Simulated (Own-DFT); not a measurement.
Simulation results for HfO2 (monoclinic hafnia, atoms displaced)

A calculation, not a measurement: plane-wave density functional theory by an unreviewed code, no spin, of a simulated periodic cell, stress positive in tension, run twice, with PBE and with PBEsol, both on files made for PBE, so the change isn't that of files made for PBEsol, hafnium file: forces about 75 meV/angstrom off all-electron values; oxygen file: force components 24 meV/angstrom off all-electron in one glass; forces on such cells passed a denser k mesh, this cell's mesh not checked; the far tail of each file's local potential was reset to the Coulomb form; each entry is a single point on an unrelaxed cell, so the pressure reflects the starting lattice, mostly measured values (interpolated for alloys), from which strain is counted, and rises with the displacements; printed positions are rounded, which can move forces by about a meV/angstrom; the program, named Own-DFT, is a retired in-house code; no spin-orbit coupling; stress was not checked against mesh or cutoff. Program: Own-DFT development build.

Common to all runs: functional PBE, then PBEsol; potential files PseudoDojo norm-conserving, scalar-relativistic, standard set; wave cutoff 72 hartree; occupations Fermi-Dirac; smearing width 0.1 eV; k mesh 2 x 2 x 2 centred on Gamma.

```yaml
- entry: 1
  formula: HfO2
  kind: "monoclinic hafnia, atoms displaced"
  structure:
    cell_angstrom: [[10.234, 0.0, 0.0], [0.0, 10.35, 0.0], [-1.6955, 0.0, 10.4453]]
    atoms_fractional:
      - [Hf, 0.1353, 0.01734, 0.11572]
      - [Hf, 0.36351, 0.27061, 0.14701]
      - [Hf, 0.36299, 0.48039, 0.39917]
      - [Hf, 0.14232, 0.23546, 0.36302]
      - [O, 0.02669, 0.16184, 0.16817]
      - [O, 0.45609, 0.4101, 0.08151]
      - [O, 0.46819, 0.34359, 0.3314]
      - [O, 0.0533, 0.07969, 0.41251]
      - [O, 0.22755, 0.38024, 0.25267]
      - [O, 0.28093, 0.13202, 0.99892]
      - [O, 0.27496, 0.12075, 0.25951]
      - [O, 0.21793, 0.35311, 0.50725]
      - [Hf, 0.13637, 0.01028, 0.60045]
      - [Hf, 0.35382, 0.27611, 0.64863]
      - [Hf, 0.34891, 0.4785, 0.90129]
      - [Hf, 0.14058, 0.22117, 0.84888]
      - [O, 0.04541, 0.17065, 0.67507]
      - [O, 0.47492, 0.4127, 0.57786]
      - [O, 0.46361, 0.33595, 0.8287]
      - [O, 0.04533, 0.07936, 0.93934]
      - [O, 0.22768, 0.37714, 0.73623]
      - [O, 0.27617, 0.14137, 0.50071]
      - [O, 0.26357, 0.13137, 0.74733]
      - [O, 0.2283, 0.37796, 0.98643]
      - [Hf, 0.13888, 0.5322, 0.11878]
      - [Hf, 0.36451, 0.77706, 0.12796]
      - [Hf, 0.36463, 0.98475, 0.39646]
      - [Hf, 0.13554, 0.7384, 0.35552]
      - [O, 0.04515, 0.65625, 0.1894]
      - [O, 0.46044, 0.92368, 0.07902]
      - [O, 0.45356, 0.83259, 0.33641]
      - [O, 0.02333, 0.58209, 0.42197]
      - [O, 0.24024, 0.885, 0.24525]
      - [O, 0.26558, 0.62188, 0.0136]
      - [O, 0.28186, 0.61902, 0.26886]
      - [O, 0.22688, 0.8789, 0.49447]
      - [Hf, 0.12096, 0.51432, 0.60832]
      - [Hf, 0.35772, 0.78415, 0.64376]
      - [Hf, 0.34866, 0.97819, 0.89859]
      - [Hf, 0.12803, 0.73075, 0.86076]
      - [O, 0.05174, 0.66718, 0.67891]
      - [O, 0.45966, 0.91772, 0.56876]
      - [O, 0.46033, 0.83302, 0.83099]
      - [O, 0.02777, 0.58495, 0.92668]
      - [O, 0.22055, 0.88473, 0.73844]
      - [O, 0.26956, 0.63202, 0.51166]
      - [O, 0.27719, 0.62726, 0.7478]
      - [O, 0.21082, 0.87063, 0.9819]
      - [Hf, 0.63045, 0.02664, 0.10297]
      - [Hf, 0.8693, 0.2657, 0.16507]
      - [Hf, 0.86666, 0.47971, 0.39357]
      - [Hf, 0.6407, 0.23701, 0.3588]
      - [O, 0.53038, 0.1655, 0.17439]
      - [O, 0.96318, 0.41268, 0.07219]
      - [O, 0.96247, 0.34277, 0.32384]
      - [O, 0.54707, 0.08869, 0.42667]
      - [O, 0.74232, 0.38552, 0.24932]
      - [O, 0.77177, 0.128, 0.00775]
      - [O, 0.78482, 0.10449, 0.26663]
      - [O, 0.72642, 0.37598, 0.48988]
      - [Hf, 0.64011, 0.01573, 0.60592]
      - [Hf, 0.86986, 0.27231, 0.64435]
      - [Hf, 0.87959, 0.47575, 0.89741]
      - [Hf, 0.63171, 0.23402, 0.85991]
      - [O, 0.55459, 0.172, 0.67699]
      - [O, 0.95804, 0.41597, 0.56441]
      - [O, 0.94851, 0.33084, 0.81838]
      - [O, 0.54593, 0.0843, 0.9343]
      - [O, 0.72367, 0.39396, 0.74045]
      - [O, 0.77476, 0.13439, 0.51654]
      - [O, 0.77867, 0.13018, 0.75786]
      - [O, 0.72564, 0.3888, 0.99607]
      - [Hf, 0.65653, 0.52537, 0.09106]
      - [Hf, 0.85412, 0.76978, 0.15252]
      - [Hf, 0.8539, 0.98311, 0.39243]
      - [Hf, 0.62431, 0.73527, 0.35714]
      - [O, 0.51928, 0.64926, 0.17707]
      - [O, 0.95843, 0.91575, 0.09028]
      - [O, 0.96929, 0.82256, 0.33592]
      - [O, 0.53621, 0.58588, 0.42509]
      - [O, 0.72066, 0.89705, 0.24548]
      - [O, 0.77589, 0.63323, 0.00974]
      - [O, 0.77403, 0.62765, 0.25908]
      - [O, 0.73837, 0.86806, 0.4842]
      - [Hf, 0.64182, 0.52977, 0.60195]
      - [Hf, 0.86705, 0.77024, 0.64478]
      - [Hf, 0.8645, 0.98034, 0.89383]
      - [Hf, 0.63891, 0.74206, 0.86182]
      - [O, 0.52817, 0.66135, 0.68286]
      - [O, 0.96279, 0.90768, 0.57119]
      - [O, 0.95992, 0.83315, 0.83347]
      - [O, 0.54637, 0.57684, 0.92353]
      - [O, 0.71409, 0.88768, 0.74401]
      - [O, 0.77632, 0.62746, 0.50168]
      - [O, 0.78065, 0.61178, 0.76278]
      - [O, 0.7353, 0.87353, 0.99144]
  results:
    "PBE_pressure [GPa]": 8.86
    "PBE_stress_xx [GPa]": -9.38
    "PBE_stress_yy [GPa]": -8.81
    "PBE_stress_zz [GPa]": -8.4
    "PBE_stress_yz [GPa]": -0.14
    "PBE_stress_xz [GPa]": -1.27
    "PBE_stress_xy [GPa]": -0.16
    "PBEsol_pressure [GPa]": 2.38
    "PBEsol_stress_xx [GPa]": -2.92
    "PBEsol_stress_yy [GPa]": -2.36
    "PBEsol_stress_zz [GPa]": -1.86
    "PBEsol_stress_yz [GPa]": -0.15
    "PBEsol_stress_xz [GPa]": -0.88
    "PBEsol_stress_xy [GPa]": -0.15
    force_element: [Hf, Hf, Hf, Hf, O, O, O, O, O, O, O, O, Hf, Hf, Hf, Hf, O, O, O, O, O, O, O, O, Hf, Hf, Hf, Hf, O, O, O, O, O, O, O, O, Hf, Hf, Hf, Hf, O, O, O, O, O, O, O, O, Hf, Hf, Hf, Hf, O, O, O, O, O, O, O, O, Hf, Hf, Hf, Hf, O, O, O, O, O, O, O, O, Hf, Hf, Hf, Hf, O, O, O, O, O, O, O, O, Hf, Hf, Hf, Hf, O, O, O, O, O, O, O, O]
    "PBE_force_x [eV/angstrom]": [-0.624, -0.704, 0.09, 0.489, 1.46, 1.666, 0.898, -2.646, -0.531, 0.054, -0.178, -0.381, -0.228, 3.83, 3.511, -1.185, -1.618, -1.453, -0.763, -0.658, -1.903, 1.171, 2.042, -2.456, 1.486, -0.379, -0.086, 2.562, -3.316, -0.406, 1.801, 2.987, -1.658, 0.661, -0.407, -0.451, 4.046, 0.498, 1.811, 1.604, -3.462, 1.636, -0.536, 2.776, -0.13, -0.473, -0.59, 1.095, 2.39, -1.105, -3.711, -0.45, 0.891, 1.174, 3.314, -1.319, -2.325, 0.62, -1.064, -0.316, -0.273, -3.546, -5.402, 1.981, -2.071, 0.626, 3.778, -2.95, 0.079, 1.09, 1.059, 0.429, -3.674, 0.36, 2.423, 0.843, 0.358, 1.523, -2.331, -0.535, -0.189, 1.789, -0.243, -2.037, -0.757, -1.259, -1.267, -0.395, 0.564, 1.544, 0.307, -1.394, 1.236, 0.156, 0.332, -1.206]
    "PBE_force_y [eV/angstrom]": [0.961, 0.907, 0.678, -0.441, -0.135, 1.113, -1.489, -1.454, -0.035, -0.424, 0.554, 3.368, 2.582, -0.476, 0.905, 1.848, -0.693, -0.124, 0.01, 0.15, 1.131, -2.151, -2.552, -1.967, -4.516, -3.367, 1.597, -2.427, 2.908, -0.302, -0.641, 1.652, -1.063, 2.058, 0.828, -0.125, 1.057, -4.54, 1.531, -1.849, 1.772, 0.745, 1.173, 2.247, -0.008, 0.045, -0.772, 0.474, 0.596, 0.758, 1.666, 0.805, 0.116, -0.164, -2.182, -0.924, -1.005, 0.667, 5.007, -0.713, 3.134, -0.284, -0.729, 1.124, -0.693, -0.675, -1.508, -0.689, -1.773, -1.133, -1.594, -3.01, -0.912, 0.249, -1.453, -1.717, 2.183, 0.132, 2.018, 0.405, -3.301, 1.934, 0.603, -0.076, -1.442, -2.016, 2.71, -3.506, 1.383, 1.261, -0.483, 1.221, -1.349, 1.435, 3.277, -0.096]
    "PBE_force_z [eV/angstrom]": [-0.058, 0.198, 1.385, -1.58, 1.042, -0.698, -0.624, 0.681, -0.948, 0.864, -0.381, -1.158, -1.124, -0.723, -1.398, 1.866, -1.384, -0.373, 0.395, -2.032, 1.577, 1.416, 1.286, 0.251, -0.937, 4.119, -0.219, 1.688, -0.733, -0.666, -0.955, 0.74, -1.375, -0.425, -0.978, -0.743, -1.41, 0.827, -1.282, -1.335, -0.255, 1.238, 0.702, 0.532, 0.909, -0.279, 2.869, 1.259, 0.872, -3.848, -0.539, 0.41, 0.785, 1.683, 1.124, -0.676, -1.319, 1.027, -2.076, -0.195, 0.047, -0.065, -0.651, -1.334, -0.34, 1.919, 0.857, -2.339, -0.187, -1.008, 1.088, -1.133, 2.64, 0.337, 1.697, -1.15, -0.398, -0.081, -0.634, -0.273, -0.851, 0.141, -0.43, 1.301, 1.995, -0.163, 1.328, -1.804, -0.66, 1.099, -1.007, -0.157, -0.123, 1.543, -0.615, 0.389]
    "PBEsol_force_x [eV/angstrom]": [-0.638, -0.655, 0.114, 0.528, 1.418, 1.555, 0.866, -2.554, -0.454, 0.011, -0.239, -0.316, -0.192, 3.675, 3.398, -1.11, -1.564, -1.434, -0.748, -0.626, -1.79, 1.061, 1.896, -2.289, 1.482, -0.373, -0.107, 2.49, -3.201, -0.423, 1.763, 2.903, -1.562, 0.583, -0.466, -0.389, 3.955, 0.46, 1.734, 1.553, -3.377, 1.575, -0.527, 2.721, -0.052, -0.515, -0.643, 1.149, 2.328, -1.048, -3.636, -0.449, 0.871, 1.119, 3.209, -1.269, -2.179, 0.528, -1.083, -0.251, -0.258, -3.48, -5.295, 1.919, -1.972, 0.616, 3.658, -2.844, 0.145, 0.989, 0.973, 0.452, -3.534, 0.321, 2.308, 0.814, 0.34, 1.482, -2.264, -0.512, -0.092, 1.652, -0.257, -1.917, -0.736, -1.218, -1.274, -0.384, 0.574, 1.504, 0.313, -1.31, 1.258, 0.083, 0.268, -1.106]
    "PBEsol_force_y [eV/angstrom]": [0.998, 0.952, 0.632, -0.499, -0.143, 1.064, -1.465, -1.4, -0.033, -0.436, 0.53, 3.25, 2.547, -0.405, 0.801, 1.738, -0.642, -0.092, -0.01, 0.116, 1.076, -2.084, -2.456, -1.905, -4.354, -3.267, 1.494, -2.436, 2.851, -0.292, -0.622, 1.584, -1.023, 1.999, 0.775, -0.102, 1.085, -4.418, 1.447, -1.843, 1.736, 0.742, 1.139, 2.193, -0.001, 0.069, -0.746, 0.468, 0.656, 0.804, 1.573, 0.751, 0.115, -0.12, -2.151, -0.905, -0.989, 0.617, 4.882, -0.704, 3.157, -0.242, -0.76, 1.023, -0.684, -0.632, -1.469, -0.668, -1.714, -1.114, -1.562, -2.882, -0.846, 0.285, -1.487, -1.746, 2.204, 0.147, 1.95, 0.391, -3.21, 1.887, 0.596, -0.065, -1.392, -1.924, 2.597, -3.475, 1.38, 1.23, -0.485, 1.2, -1.311, 1.395, 3.186, -0.103]
    "PBEsol_force_z [eV/angstrom]": [-0.087, 0.204, 1.337, -1.526, 1.058, -0.734, -0.638, 0.722, -0.903, 0.816, -0.353, -1.119, -1.123, -0.704, -1.323, 1.766, -1.276, -0.41, 0.341, -1.935, 1.522, 1.367, 1.258, 0.224, -0.934, 4.085, -0.195, 1.618, -0.662, -0.718, -0.964, 0.764, -1.333, -0.404, -0.955, -0.702, -1.414, 0.838, -1.208, -1.327, -0.199, 1.151, 0.632, 0.553, 0.868, -0.275, 2.794, 1.206, 0.819, -3.707, -0.499, 0.421, 0.785, 1.595, 1.053, -0.612, -1.253, 0.997, -2.021, -0.206, 0.034, -0.026, -0.609, -1.357, -0.261, 1.828, 0.771, -2.202, -0.196, -0.986, 1.053, -1.102, 2.505, 0.344, 1.654, -1.13, -0.357, -0.123, -0.673, -0.238, -0.814, 0.164, -0.44, 1.253, 1.944, -0.161, 1.34, -1.781, -0.616, 1.044, -1.023, -0.077, -0.106, 1.515, -0.605, 0.361]
    "rms_change_of_force_components_from_PBE_to_PBEsol [eV/angstrom]": 0.062
- entry: 2
  formula: HfO2
  kind: "monoclinic hafnia, atoms displaced"
  structure:
    cell_angstrom: [[10.234, 0.0, 0.0], [0.0, 10.35, 0.0], [-1.6955, 0.0, 10.4453]]
    atoms_fractional:
      - [Hf, 0.13488, 0.02457, 0.1107]
      - [Hf, 0.36245, 0.2757, 0.12608]
      - [Hf, 0.37313, 0.48137, 0.39565]
      - [Hf, 0.1343, 0.23323, 0.3513]
      - [O, 0.03764, 0.16936, 0.17628]
      - [O, 0.46195, 0.4172, 0.07228]
      - [O, 0.45428, 0.31844, 0.32629]
      - [O, 0.04181, 0.08125, 0.42102]
      - [O, 0.22586, 0.38155, 0.23762]
      - [O, 0.26942, 0.12686, 0.99559]
      - [O, 0.27903, 0.12347, 0.25229]
      - [O, 0.21175, 0.37105, 0.48865]
      - [Hf, 0.14468, 0.02565, 0.6036]
      - [Hf, 0.35459, 0.27291, 0.6293]
      - [Hf, 0.3654, 0.47293, 0.89819]
      - [Hf, 0.12719, 0.23142, 0.86972]
      - [O, 0.02654, 0.16857, 0.6763]
      - [O, 0.45913, 0.42456, 0.57584]
      - [O, 0.47102, 0.32861, 0.83911]
      - [O, 0.03791, 0.10015, 0.93284]
      - [O, 0.22221, 0.37795, 0.72711]
      - [O, 0.26917, 0.13365, 0.51755]
      - [O, 0.27608, 0.1285, 0.7575]
      - [O, 0.22278, 0.36909, 0.99261]
      - [Hf, 0.13617, 0.51746, 0.10791]
      - [Hf, 0.35499, 0.7559, 0.14073]
      - [Hf, 0.3691, 0.97837, 0.405]
      - [Hf, 0.13012, 0.73075, 0.36457]
      - [O, 0.05046, 0.67128, 0.16552]
      - [O, 0.46218, 0.91227, 0.07247]
      - [O, 0.4759, 0.83753, 0.34062]
      - [O, 0.03028, 0.5826, 0.42834]
      - [O, 0.20963, 0.87753, 0.23973]
      - [O, 0.26931, 0.64782, 0.0106]
      - [O, 0.2788, 0.62586, 0.27161]
      - [O, 0.21676, 0.87299, 0.49087]
      - [Hf, 0.13998, 0.53027, 0.60695]
      - [Hf, 0.36724, 0.7743, 0.65516]
      - [Hf, 0.36877, 0.9851, 0.91005]
      - [Hf, 0.13234, 0.7477, 0.84662]
      - [O, 0.05011, 0.65632, 0.66971]
      - [O, 0.45731, 0.92623, 0.57458]
      - [O, 0.45741, 0.83321, 0.8223]
      - [O, 0.02761, 0.57668, 0.92247]
      - [O, 0.23556, 0.87639, 0.74418]
      - [O, 0.28888, 0.62556, 0.51588]
      - [O, 0.2683, 0.61888, 0.76137]
      - [O, 0.22192, 0.88003, 0.99484]
      - [Hf, 0.62197, 0.02596, 0.11791]
      - [Hf, 0.85205, 0.27772, 0.13913]
      - [Hf, 0.85571, 0.48278, 0.4066]
      - [Hf, 0.64195, 0.23385, 0.36]
      - [O, 0.53426, 0.16196, 0.16877]
      - [O, 0.97517, 0.41906, 0.07939]
      - [O, 0.96101, 0.33663, 0.32164]
      - [O, 0.53509, 0.09214, 0.43047]
      - [O, 0.72504, 0.39393, 0.23927]
      - [O, 0.7651, 0.12703, 0.01445]
      - [O, 0.76209, 0.12481, 0.25731]
      - [O, 0.73228, 0.37204, 0.4981]
      - [Hf, 0.63685, 0.02639, 0.59518]
      - [Hf, 0.86131, 0.261, 0.65425]
      - [Hf, 0.852, 0.47769, 0.90063]
      - [Hf, 0.63739, 0.22027, 0.86557]
      - [O, 0.54471, 0.15581, 0.67669]
      - [O, 0.97534, 0.42392, 0.5822]
      - [O, 0.9631, 0.33852, 0.83633]
      - [O, 0.52157, 0.08725, 0.92758]
      - [O, 0.72724, 0.38027, 0.73105]
      - [O, 0.7801, 0.13168, 0.51768]
      - [O, 0.78096, 0.11656, 0.76773]
      - [O, 0.73322, 0.36793, 0.99939]
      - [Hf, 0.63253, 0.52157, 0.09592]
      - [Hf, 0.86332, 0.76661, 0.14504]
      - [Hf, 0.86058, 0.99079, 0.392]
      - [Hf, 0.62841, 0.73968, 0.34917]
      - [O, 0.52604, 0.67548, 0.16597]
      - [O, 0.97072, 0.91936, 0.08744]
      - [O, 0.96925, 0.83725, 0.32227]
      - [O, 0.54491, 0.57404, 0.42941]
      - [O, 0.72448, 0.87793, 0.24779]
      - [O, 0.77421, 0.62775, 0.00979]
      - [O, 0.77688, 0.61162, 0.25773]
      - [O, 0.71883, 0.8814, 0.50059]
      - [Hf, 0.62782, 0.5111, 0.60218]
      - [Hf, 0.86729, 0.76036, 0.65294]
      - [Hf, 0.87083, 0.97295, 0.89703]
      - [Hf, 0.6495, 0.73186, 0.85744]
      - [O, 0.53324, 0.66272, 0.67368]
      - [O, 0.96116, 0.91402, 0.57302]
      - [O, 0.9602, 0.83295, 0.82619]
      - [O, 0.54602, 0.58289, 0.91562]
      - [O, 0.72126, 0.88532, 0.7454]
      - [O, 0.775, 0.63126, 0.50232]
      - [O, 0.77582, 0.61901, 0.75864]
      - [O, 0.71345, 0.86586, 0.97395]
  results:
    "PBE_pressure [GPa]": 8.71
    "PBE_stress_xx [GPa]": -8.97
    "PBE_stress_yy [GPa]": -9.23
    "PBE_stress_zz [GPa]": -7.93
    "PBE_stress_yz [GPa]": -1.1
    "PBE_stress_xz [GPa]": -0.84
    "PBE_stress_xy [GPa]": 0.16
    "PBEsol_pressure [GPa]": 2.24
    "PBEsol_stress_xx [GPa]": -2.46
    "PBEsol_stress_yy [GPa]": -2.78
    "PBEsol_stress_zz [GPa]": -1.47
    "PBEsol_stress_yz [GPa]": -1.07
    "PBEsol_stress_xz [GPa]": -0.44
    "PBEsol_stress_xy [GPa]": 0.17
    force_element: [Hf, Hf, Hf, Hf, O, O, O, O, O, O, O, O, Hf, Hf, Hf, Hf, O, O, O, O, O, O, O, O, Hf, Hf, Hf, Hf, O, O, O, O, O, O, O, O, Hf, Hf, Hf, Hf, O, O, O, O, O, O, O, O, Hf, Hf, Hf, Hf, O, O, O, O, O, O, O, O, Hf, Hf, Hf, Hf, O, O, O, O, O, O, O, O, Hf, Hf, Hf, Hf, O, O, O, O, O, O, O, O, Hf, Hf, Hf, Hf, O, O, O, O, O, O, O, O]
    "PBE_force_x [eV/angstrom]": [2.241, -2.509, -2.829, 0.315, -1.614, 1.204, 1.458, -1.113, 0.587, 0.835, 0.064, 1.783, -1.63, -0.901, -0.878, 3.02, 1.686, -0.698, -0.444, -3.799, 1.229, 1.199, -0.338, 0.664, 0.418, -2.406, -2.507, 1.733, -2.383, 0.301, -2.494, 0.554, 1.713, -0.322, 0.748, 0.621, 3.712, 0.129, -3.032, 3.058, -5.983, 0.39, 2.028, 0.743, -2.533, -0.686, 1.433, -0.654, 3.586, 2.777, 2.204, -0.853, -2.649, -2.559, -0.38, 0.025, -1.198, 0.203, 0.99, -1.167, 1.107, 0.84, 3.02, 0.296, -2.043, -2.394, -0.643, 2.74, -1.008, -0.012, 0.26, -1.972, 1.181, 0.942, 1.095, 3.524, 2.271, -2.146, -1.783, -0.166, 0.11, 0.432, -0.359, 0.797, 2.218, -1.458, -2.7, -2.204, 0.512, 0.473, 0.559, -1.841, 0.955, -0.107, 0.445, 1.966]
    "PBE_force_y [eV/angstrom]": [-0.709, -2.901, 0.168, 0.774, 0.602, 1.097, 0.642, 0.02, -0.23, 1.279, -0.193, -0.256, -0.666, 0.004, 1.578, 2.101, -1.428, -1.785, 0.635, -4.0, -0.24, -0.654, -0.499, 1.039, 1.392, 3.97, 0.297, -0.301, 0.955, -0.624, 1.175, 1.212, 0.026, -3.236, -0.247, 0.292, -5.426, -1.618, -2.018, -3.218, 6.675, -0.62, -0.017, 1.447, 1.209, 0.507, 0.312, -0.257, -3.768, -0.744, -0.061, 1.146, 3.683, -1.665, -0.276, 0.589, -2.49, -0.362, 0.252, -1.208, -2.241, 2.864, 1.042, -0.19, 2.747, -1.758, -0.438, 1.421, -0.658, -0.172, 0.553, 0.501, 1.599, -0.125, -2.298, -2.158, -1.821, -0.687, 0.505, 0.896, 0.402, 0.048, 2.29, -1.526, 2.456, 0.882, 2.254, -0.629, 0.186, -0.123, -0.395, -1.398, -0.936, 0.94, 0.388, 2.219]
    "PBE_force_z [eV/angstrom]": [1.037, 3.992, -0.79, -0.322, -0.737, 0.681, -0.02, -0.085, -0.314, 2.527, 0.689, -0.915, 1.401, 3.523, -3.849, -5.041, 0.331, 0.532, -0.444, 0.65, 1.725, -2.079, -0.161, -0.512, -0.701, 1.996, -2.434, -1.114, 0.769, 2.006, -0.859, -1.156, 0.73, -1.822, -0.591, 0.504, -1.913, -1.542, -3.8, 2.183, 2.383, 1.049, 1.931, -0.543, -0.177, -0.391, 1.697, -0.84, -2.846, 3.135, -0.547, -0.282, 1.257, 0.148, 0.2, -1.672, -0.028, 0.374, 1.221, -1.14, 3.086, 0.066, -1.775, -2.552, 0.986, 0.095, -0.085, 0.867, 2.141, -1.893, 0.419, -1.422, 1.943, 1.107, 1.658, 1.763, 0.36, -1.619, 0.059, -2.545, -0.953, 0.577, -1.132, -1.973, 1.949, -3.224, 0.575, -3.338, -0.053, 0.587, -0.038, 0.632, -0.606, 1.38, 0.286, 3.669]
    "PBEsol_force_x [eV/angstrom]": [2.2, -2.495, -2.759, 0.295, -1.542, 1.163, 1.436, -1.082, 0.621, 0.767, -0.018, 1.811, -1.56, -0.981, -0.826, 2.953, 1.627, -0.672, -0.441, -3.686, 1.277, 1.105, -0.385, 0.717, 0.373, -2.372, -2.418, 1.7, -2.326, 0.29, -2.412, 0.547, 1.683, -0.361, 0.687, 0.649, 3.635, 0.124, -2.975, 3.037, -5.851, 0.374, 1.959, 0.699, -2.421, -0.73, 1.333, -0.576, 3.498, 2.697, 2.147, -0.832, -2.573, -2.509, -0.364, 0.045, -1.089, 0.117, 0.886, -1.088, 1.091, 0.802, 2.985, 0.278, -1.959, -2.328, -0.636, 2.683, -0.912, -0.08, 0.21, -1.858, 1.19, 0.942, 1.063, 3.445, 2.2, -2.082, -1.726, -0.191, 0.142, 0.353, -0.403, 0.816, 2.15, -1.439, -2.672, -2.124, 0.494, 0.444, 0.542, -1.777, 1.006, -0.137, 0.384, 2.0]
    "PBEsol_force_y [eV/angstrom]": [-0.66, -2.789, 0.145, 0.723, 0.593, 1.071, 0.628, 0.007, -0.226, 1.256, -0.172, -0.281, -0.607, 0.039, 1.463, 2.004, -1.36, -1.709, 0.625, -3.923, -0.221, -0.631, -0.482, 0.989, 1.394, 3.876, 0.235, -0.3, 0.928, -0.556, 1.143, 1.178, 0.02, -3.132, -0.23, 0.308, -5.298, -1.544, -2.01, -3.172, 6.552, -0.582, -0.034, 1.372, 1.139, 0.473, 0.316, -0.254, -3.608, -0.658, -0.069, 1.06, 3.598, -1.611, -0.297, 0.547, -2.436, -0.306, 0.241, -1.168, -2.148, 2.814, 0.996, -0.245, 2.674, -1.671, -0.454, 1.381, -0.632, -0.177, 0.551, 0.497, 1.604, -0.09, -2.296, -2.107, -1.752, -0.671, 0.465, 0.839, 0.391, 0.035, 2.225, -1.46, 2.44, 0.914, 2.154, -0.661, 0.185, -0.099, -0.405, -1.375, -0.934, 0.881, 0.405, 2.13]
    "PBEsol_force_z [eV/angstrom]": [0.999, 3.934, -0.721, -0.344, -0.674, 0.583, -0.072, -0.028, -0.333, 2.464, 0.658, -0.874, 1.32, 3.45, -3.739, -4.934, 0.368, 0.446, -0.427, 0.676, 1.642, -1.996, -0.192, -0.487, -0.712, 1.94, -2.311, -1.139, 0.806, 1.898, -0.839, -1.063, 0.695, -1.742, -0.592, 0.49, -1.888, -1.459, -3.663, 2.101, 2.38, 0.939, 1.819, -0.461, -0.159, -0.371, 1.63, -0.82, -2.824, 3.087, -0.51, -0.29, 1.252, 0.096, 0.139, -1.577, -0.047, 0.358, 1.206, -1.117, 2.984, 0.089, -1.714, -2.499, 0.994, 0.029, -0.101, 0.903, 2.077, -1.846, 0.406, -1.364, 1.87, 1.119, 1.663, 1.693, 0.396, -1.62, 0.011, -2.413, -0.906, 0.55, -1.115, -1.939, 1.865, -3.128, 0.55, -3.269, -0.014, 0.525, -0.085, 0.693, -0.554, 1.342, 0.304, 3.531]
    "rms_change_of_force_components_from_PBE_to_PBEsol [eV/angstrom]": 0.059
```
